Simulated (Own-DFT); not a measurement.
# Strain and stress in wurtzite AlN, 128 atoms (Al64N64)

These are calculations, not measurements. They come from Own-DFT, an in-house plane-wave density functional program, since retired, whose code no person has reviewed. Each row is one single-point run on a periodic cell that was not relaxed, without spin or spin-orbit coupling.

Settings of every run: PBE; PseudoDojo norm-conserving scalar-relativistic files; cutoff 42 hartree; 3 x 3 x 3 k mesh centred on Gamma; Gaussian smearing of 0.01 eV.

Known limits: k mesh not checked against a denser one; stress not checked against mesh or cutoff.

Unstrained cell vectors in Å: (12.448, 0.000, 0.000); (-6.224, 10.780, 0.000); (0.000, 0.000, 9.964). The unstrained cell has measured lattice constants (interpolated for alloys), not those of this functional. That, the random moves and any unrelaxed bonds set the pressure at no strain. Each run strains this cell uniformly, with the atoms carried along. Every atom was also moved at random, by a Gaussian of width 0.05 Å on each axis. Strain is the symmetric tensor, in per cent. Stress is positive in tension, and the pressure is minus a third of its trace.

| run | e_xx (%) | e_yy (%) | e_zz (%) | e_yz (%) | e_xz (%) | e_xy (%) | s_xx (GPa) | s_yy (GPa) | s_zz (GPa) | s_yz (GPa) | s_xz (GPa) | s_xy (GPa) | P (GPa) | E (meV/atom) |
|---|---|---|---|---|---|---|---|---|---|---|---|---|---|---|
| 1 | 0.53 | -1.04 | 1.92 | 1.80 | 0.27 | 1.92 | -3.13 | -9.73 | 1.61 | 4.15 | -0.33 | 7.04 | 3.75 | 33.6 |
| 2 | -1.44 | 0.80 | 0.76 | -1.43 | 1.44 | -1.38 | -11.25 | -2.91 | -3.01 | -3.63 | 3.89 | -4.83 | 5.72 | 15.6 |
| 3 | -1.57 | -1.63 | -1.59 | 0.43 | -0.21 | -1.25 | -15.49 | -19.27 | -15.13 | 0.14 | -0.61 | -3.75 | 16.63 | 30.5 |
| 4 | -1.51 | 1.55 | 0.59 | 0.33 | -0.03 | 1.04 | -11.16 | 0.22 | -2.10 | 0.95 | -0.29 | 2.87 | 4.35 | 9.3 |
| 5 | 0.78 | -0.36 | 1.59 | -0.25 | -0.98 | -1.57 | -2.54 | -4.77 | 2.28 | -1.06 | -2.49 | -6.30 | 1.68 | 3.0 |
| 6 | 0.84 | -1.94 | -1.90 | 0.18 | -0.10 | 1.50 | -6.19 | -15.46 | -15.98 | 0.80 | 0.44 | 5.65 | 12.54 | 30.3 |
| 7 | 0.71 | 1.47 | -1.75 | -1.83 | -0.61 | 0.46 | -2.35 | 1.16 | -12.91 | -4.76 | -1.48 | 1.63 | 4.70 | 8.8 |
| 8 | 0.07 | -0.53 | -1.03 | 0.64 | 1.81 | 0.42 | -6.12 | -9.76 | -11.50 | 1.84 | 4.81 | 0.94 | 9.12 | 26.6 |
| 9 | 0.47 | 0.27 | 0.32 | -0.16 | 1.35 | -1.97 | -4.66 | -4.09 | -3.60 | 0.14 | 2.85 | -7.47 | 4.11 | 27.2 |
| 10 | -1.29 | -0.77 | -1.14 | -1.60 | -1.87 | -1.32 | -13.03 | -12.51 | -13.93 | -2.61 | -4.41 | -3.74 | 13.16 | 41.6 |
| 11 | -1.65 | 0.81 | -0.81 | -1.59 | 1.66 | -1.64 | -14.70 | -3.03 | -11.43 | -4.19 | 5.30 | -5.06 | 9.72 | 28.4 |
| 12 | -1.88 | -1.47 | -1.18 | 1.51 | 0.66 | -1.49 | -18.42 | -16.07 | -14.29 | 5.02 | 1.60 | -5.40 | 16.26 | 38.1 |
| 13 | -0.78 | -1.78 | 1.98 | 0.27 | -0.73 | -0.27 | -11.05 | -12.49 | 0.81 | 1.08 | -1.13 | -0.59 | 7.57 | 16.9 |
| 14 | -0.96 | 1.53 | 0.59 | 1.50 | -0.86 | 1.03 | -8.85 | 0.31 | -2.84 | 3.82 | -3.06 | 3.61 | 3.80 | 22.0 |
| 15 | 0.39 | -0.22 | 1.91 | -0.15 | 0.11 | 0.28 | -2.81 | -4.57 | 2.65 | -0.85 | -0.06 | 0.83 | 1.57 | 0.0 |
| 16 | -0.94 | -1.43 | -0.23 | -0.67 | 0.86 | -0.58 | ? | ? | ? | ? | ? | ? | ? | ? |

E is the free energy for each atom above the lowest run shown.

## Worked fit

Each stress component was fitted by least squares to a constant and the strains of the runs shown, as fractions, with shears doubled. Shear strains stay in the fit of a normal stress only where such slopes are resolved. The slopes, in GPa:

```
stress  at no strain  per e_xx  per e_yy  per e_zz  scatter
  s_xx          -6.3  468 ± 22  106 ± 18   64 ± 16     0.83
  s_yy          -5.8  126 ± 27  498 ± 23   93 ± 20     1.03
  s_zz          -6.2   72 ± 19   86 ± 15  469 ± 13     0.71
```

Each shear stress against twice its own strain: yz 128 ± 12, xz 133 ± 6, xy 184 ± 6 GPa. These are stiffnesses along x, y and z of the frame in which the cell vectors are given, which need not be the crystal's axes. The atoms are held to the strained lattice; where symmetry lets them move under strain, relaxing them would lower some slopes. The table should be nearly symmetric about its diagonal, and what it lacks of that shows the noise. A ninth of its sum, 220 ± 4 GPa, estimates the bulk modulus near the mean pressure of these runs, 7.6 GPa, so it lies above the value at zero pressure.

## Withheld run

Question: what normal stresses and pressure should run 16 give?

The fit gives s_xx = -12.4, s_yy = -14.3, s_zz = -9.2 and P = 12.0 GPa. The calculation gave -11.86, -15.38, -9.20 and P = 12.15 GPa.
